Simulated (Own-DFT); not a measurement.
# One host, several defects: 2H SiC

Source: density functional calculations with Own-DFT, an unreviewed in-house program that is no longer used. Nothing was measured or relaxed, and spin and spin-orbit coupling are left out.

Common settings: PBE; PseudoDojo norm-conserving scalar-relativistic files; cutoff 42 hartree; 4 x 4 x 3 k mesh centred on Gamma; Fermi-Dirac smearing of 0.1 eV.

Keep in mind (not all hold for every row): not probed for a lower state with spin; forces on such cells moved up to 12 meV/angstrom on a denser k mesh; forces on such cells passed a denser k mesh, each cell not checked; stress not checked against mesh or cutoff.

All runs share one cell, with vectors in Å (9.248, 0.000, 0.000); (-4.624, 8.009, 0.000); (0.000, 0.000, 10.068) and a volume of 745.7 Å³. u is the rms random offset of the atoms per axis. The defect's site can differ from row to row.

| cell | formula | u (Å) | P (GPa) |
|---|---|---|---|
| no defect | C36Si36 | 0.0301 | 3.93 |
| no defect | C36Si36 | 0.0579 | 5.95 |
| no defect | C36Si36 | 0.0610 | 6.72 |
| two N on a C site each | C34N2Si36 | 0.0294 | 2.88 |
| two N on a C site each | C34N2Si36 | 0.0317 | ? |
| two N on a C site each | C34N2Si36 | 0.0468 | 4.00 |
| two N on a C site each | C34N2Si36 | 0.0506 | 4.67 |
| one C vacancy | C35Si36 | 0.0263 | 3.51 |
| one C vacancy | C35Si36 | 0.0297 | 3.75 |
| one C vacancy | C35Si36 | 0.0314 | 3.84 |
| one C on a Si site and one Si on a C site | C36Si36 | 0.0292 | 7.92 |
| one C on a Si site and one Si on a C site | C36Si36 | 0.0323 | 7.42 |
| one C on a Si site and one Si on a C site | C36Si36 | 0.0472 | 8.14 |
| one C on a Si site | C37Si35 | 0.0292 | 1.90 |
| one C on a Si site | C37Si35 | 0.0316 | 1.82 |
| one C on a Si site | C37Si35 | 0.0510 | 3.14 |

## Analysis

P = P0 + c u² + a shift for each defect gives P0 = 3.31 GPa, c = 837 ± 93 GPa/Å² and a scatter of 0.28 GPa. The shifts, and each times the cell's volume:

- one C on a Si site and one Si on a C site: 3.37 ± 0.26 GPa, 15.7 eV
- one C vacancy: -0.32 ± 0.29 GPa, -1.5 eV (not resolved)
- two N on a C site each: -1.02 ± 0.24 GPa, -4.8 eV (-2.4 eV for each of its 2 sites)
- one C on a Si site: -2.26 ± 0.26 GPa, -10.5 eV

Positive is outwards. The product with the volume (160.2 GPa Å³ to the eV) is nearly free of the cell's size; divided by the bulk modulus at the cell's pressure it gives the volume that the defect adds. The atoms around the defects weren't relaxed, which would change these numbers.

## Test on the hidden row

Question: what pressure belongs in the blank (two N on a C site each, u = 0.0317 Å)?

The fitted form gives 3.12 ± 0.34 GPa. The hidden result is 3.11 GPa.
